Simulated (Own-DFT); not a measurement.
# What a defect does to the pressure of its cell: C11b WSi2

Source: density functional calculations with Own-DFT, an unreviewed in-house program that is no longer used. Nothing was measured or relaxed, and spin and spin-orbit coupling are left out.

Common settings: PBE; PseudoDojo norm-conserving scalar-relativistic files; cutoff 50 hartree; 5 x 5 x 5 k mesh centred on Gamma; cold (Marzari-Vanderbilt) smearing of 0.2 eV.

Limits: forces on such cells failed a check on a denser k mesh; stress not checked against mesh or cutoff.

All runs share one cell, with vectors in Å (-2.148, -5.953, 3.409); (-6.444, 2.976, 1.136); (-2.553, -2.948, -6.757) and a volume of 403.2 Å³. u is the rms random offset of the atoms per axis. The defect's site can differ from row to row.

```
cell,formula,u (Å),P (GPa)
no defect,Si20W10,0.0203,4.59
no defect,Si20W10,0.0483,5.70
no defect,Si20W10,0.0492,5.95
one W vacancy,Si20W9,0.0260,3.63
one W vacancy,Si20W9,0.0489,4.20
one W vacancy,Si20W9,0.0506,5.35
one Si vacancy,Si19W10,0.0293,3.13
one Si vacancy,Si19W10,0.0500,4.67
one Si vacancy,Si19W10,0.0501,3.86
one W on a Si site,Si19W11,0.0317,10.11
one W on a Si site,Si19W11,0.0531,11.41
one W on a Si site,Si19W11,0.0601,11.92
one Si on a W site,Si21W9,0.0290,5.88
one Si on a W site,Si21W9,0.0300,?
one Si on a W site,Si21W9,0.0463,7.29
one Si on a W site,Si21W9,0.0520,7.66
```

## What the rows give

P = P0 + c u² + a shift for each defect gives P0 = 4.18 GPa, c = 721 ± 99 GPa/Å² and a scatter of 0.34 GPa. The shifts, and each times the cell's volume:

- one W on a Si site: 5.18 ± 0.29 GPa, 13.0 eV
- one Si on a W site: 1.40 ± 0.28 GPa, 3.5 eV
- one W vacancy: -1.13 ± 0.28 GPa, -2.9 eV
- one Si vacancy: -1.70 ± 0.28 GPa, -4.3 eV

A positive shift means that the defect pushes the cell outwards. Shift times volume (160.2 GPa Å³ is 1 eV) depends little on the cell's size, so, taken for each site, it can be compared between cells at like pressure. The atoms around the defects weren't relaxed, which would change these numbers.

## Test on the hidden row

The question: what pressure belongs in the blank (one Si on a W site, u = 0.0300 Å)?

From the fit: 6.23 ± 0.41 GPa. Computed: 6.37 GPa.
